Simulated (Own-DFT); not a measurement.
Simulation results for GaP (zincblende, strained, atoms displaced)

A calculation, not a measurement: plane-wave PBE density functional theory by an unreviewed code, no spin, of a simulated periodic cell, stress positive in tension, free energy of the whole cell less one offset for each atom, forces on such cells passed a denser k mesh, this cell's mesh not checked; offsets are fitted by least squares, one for each functional and potential file, so energies compare only between cells with the same atoms and settings and are not formation energies; the far tail of each file's local potential was reset to the Coulomb form; each entry is a single point on an unrelaxed cell, so the pressure reflects the starting lattice, mostly measured values (interpolated for alloys), from which strain is counted, and rises with the displacements; printed positions are rounded, which can move forces by about a meV/angstrom; the program, named Own-DFT, is a retired in-house code; no spin-orbit coupling. Program: Own-DFT development build.

```json
{"formula": "GaP", "kind": "zincblende, strained, atoms displaced", "structure": {"cell_angstrom": [[10.862, 0.0, 0.0], [0.0, 10.862, 0.0], [0.0, 0.0, 10.9439]], "atoms_fractional": [["Ga", 0.00041, 0.00229, 0.99853], ["Ga", 0.00199, 0.25548, 0.24981], ["Ga", 0.25244, 0.99873, 0.25581], ["Ga", 0.24974, 0.24756, 3e-05], ["P", 0.12825, 0.12571, 0.12983], ["P", 0.12546, 0.37603, 0.37949], ["P", 0.37509, 0.12404, 0.37382], ["P", 0.37761, 0.37481, 0.12283], ["Ga", 0.99869, 0.99945, 0.5006], ["Ga", 0.00087, 0.24815, 0.75331], ["Ga", 0.24613, 0.00428, 0.74735], ["Ga", 0.25368, 0.25396, 0.4996], ["P", 0.12555, 0.12131, 0.62362], ["P", 0.12317, 0.37646, 0.86848], ["P", 0.37376, 0.12795, 0.88097], ["P", 0.37292, 0.37357, 0.62898], ["Ga", 0.99768, 0.49985, 0.00046], ["Ga", 0.00572, 0.74554, 0.24978], ["Ga", 0.25426, 0.50163, 0.24372], ["Ga", 0.24799, 0.75336, 0.00137], ["P", 0.12384, 0.62674, 0.1272], ["P", 0.12785, 0.88034, 0.38304], ["P", 0.37485, 0.62481, 0.37546], ["P", 0.37198, 0.87772, 0.12319], ["Ga", 0.99837, 0.50381, 0.49775], ["Ga", 0.99757, 0.74999, 0.75045], ["Ga", 0.24938, 0.50222, 0.75102], ["Ga", 0.24795, 0.7467, 0.49368], ["P", 0.12125, 0.6236, 0.62186], ["P", 0.12985, 0.8777, 0.87221], ["P", 0.37338, 0.62605, 0.87525], ["P", 0.37298, 0.87407, 0.62573], ["Ga", 0.50165, 0.00176, 0.0027], ["Ga", 0.50113, 0.24558, 0.2438], ["Ga", 0.75142, 0.99832, 0.24298], ["Ga", 0.74724, 0.24681, 0.00045], ["P", 0.62075, 0.12629, 0.12433], ["P", 0.62363, 0.37556, 0.37418], ["P", 0.87862, 0.12492, 0.37929], ["P", 0.87558, 0.37117, 0.12891], ["Ga", 0.50329, 0.99557, 0.50414], ["Ga", 0.50271, 0.25099, 0.74899], ["Ga", 0.75078, 0.00029, 0.74378], ["Ga", 0.74665, 0.24601, 0.49767], ["P", 0.62389, 0.12036, 0.62178], ["P", 0.62407, 0.37503, 0.87714], ["P", 0.87241, 0.12532, 0.87152], ["P", 0.87686, 0.37175, 0.62419], ["Ga", 0.49954, 0.49918, 0.00127], ["Ga", 0.50021, 0.74809, 0.24597], ["Ga", 0.75027, 0.50197, 0.24973], ["Ga", 0.75196, 0.75185, 0.99925], ["P", 0.62354, 0.62281, 0.12627], ["P", 0.62168, 0.8712, 0.37042], ["P", 0.87594, 0.62311, 0.37627], ["P", 0.87428, 0.87242, 0.13062], ["Ga", 0.50187, 0.50216, 0.5019], ["Ga", 0.5031, 0.75685, 0.75367], ["Ga", 0.75097, 0.4956, 0.74957], ["Ga", 0.75164, 0.74741, 0.49746], ["P", 0.61927, 0.62813, 0.62457], ["P", 0.62852, 0.87363, 0.87313], ["P", 0.87472, 0.62535, 0.87253], ["P", 0.87316, 0.87505, 0.62979]]}, "settings": {"functional": "PBE", "potential_files": "PseudoDojo norm-conserving, scalar-relativistic, standard set", "wave_cutoff [hartree]": 42.0, "occupations": "Fermi-Dirac", "smearing_width [eV]": 0.1, "hardware": "one NVIDIA H100", "k_mesh": "3 x 3 x 3 centred on Gamma"}, "results": {"free_energy_of_cell_above_offsets [eV]": "-34.996", "pressure [GPa]": 3.14, "stress_xx [GPa]": -3.36, "stress_yy [GPa]": -3.34, "stress_zz [GPa]": -2.71, "stress_yz [GPa]": -0.38, "stress_xz [GPa]": -0.11, "stress_xy [GPa]": 0.43, "force_element": ["Ga", "Ga", "Ga", "Ga", "P", "P", "P", "P", "Ga", "Ga", "Ga", "Ga", "P", "P", "P", "P", "Ga", "Ga", "Ga", "Ga", "P", "P", "P", "P", "Ga", "Ga", "Ga", "Ga", "P", "P", "P", "P", "Ga", "Ga", "Ga", "Ga", "P", "P", "P", "P", "Ga", "Ga", "Ga", "Ga", "P", "P", "P", "P", "Ga", "Ga", "Ga", "Ga", "P", "P", "P", "P", "Ga", "Ga", "Ga", "Ga", "P", "P", "P", "P"], "force_x [eV/angstrom]": [0.038, 0.269, -0.2, -0.407, -0.394, 0.247, 0.587, -0.343, -0.168, -0.017, 0.912, -0.272, -0.242, 0.226, 0.437, 0.468, 0.088, -0.403, -0.269, 0.07, 0.36, -0.48, 0.201, 0.39, 0.029, 0.572, -0.063, 0.206, 0.368, -0.815, 0.258, -0.082, -0.275, -0.492, -0.332, 0.268, 0.979, -0.031, -0.457, -0.435, -0.658, -0.272, -0.272, 0.271, 0.058, 0.221, -0.006, -0.257, -0.08, -0.532, -0.011, -0.089, 0.38, 0.612, -0.051, 0.734, -0.491, -0.735, -0.233, -0.375, 0.867, 0.017, -0.147, 0.257], "force_y [eV/angstrom]": [-0.2, -0.65, 0.087, 0.682, -0.128, 0.413, 0.205, -0.245, -0.075, -0.083, -0.159, -0.572, 0.924, -0.084, -0.484, 0.439, -0.138, 0.831, -0.302, -0.241, -0.451, -0.691, -0.162, -0.267, -0.771, 0.09, 0.109, 0.11, 0.394, -0.253, 0.203, -0.065, -0.411, 0.683, 0.458, 0.277, -0.506, -0.193, -0.037, 0.476, -0.187, -0.362, 0.104, 0.403, 0.619, -0.003, -0.178, 0.012, 0.247, 0.129, -0.355, -0.383, 0.238, 0.404, 0.353, -0.07, -0.433, -0.571, 0.314, 0.34, -0.168, 0.848, -0.181, -0.332], "force_z [eV/angstrom]": [0.266, 0.604, -0.352, 0.101, -0.238, -0.683, 0.46, 0.006, 0.515, -0.711, 0.306, 0.063, -0.163, 1.125, -1.009, -0.276, -0.106, 0.898, 0.75, -0.233, -0.757, -1.002, -0.432, 0.36, 0.373, 0.031, -0.318, 0.871, 0.352, 0.229, 0.203, 0.014, -0.612, 0.991, 1.109, -0.077, -0.116, -0.126, -0.982, -0.641, -0.738, 0.265, 0.607, 0.128, 0.428, -0.15, 0.444, -0.162, -0.327, 0.135, 0.153, 0.219, -0.523, 0.24, -0.503, -0.888, -0.068, -0.36, -0.301, 0.255, 0.388, 0.565, 0.382, -0.979], "wall_time [s]": 505.3}}
```
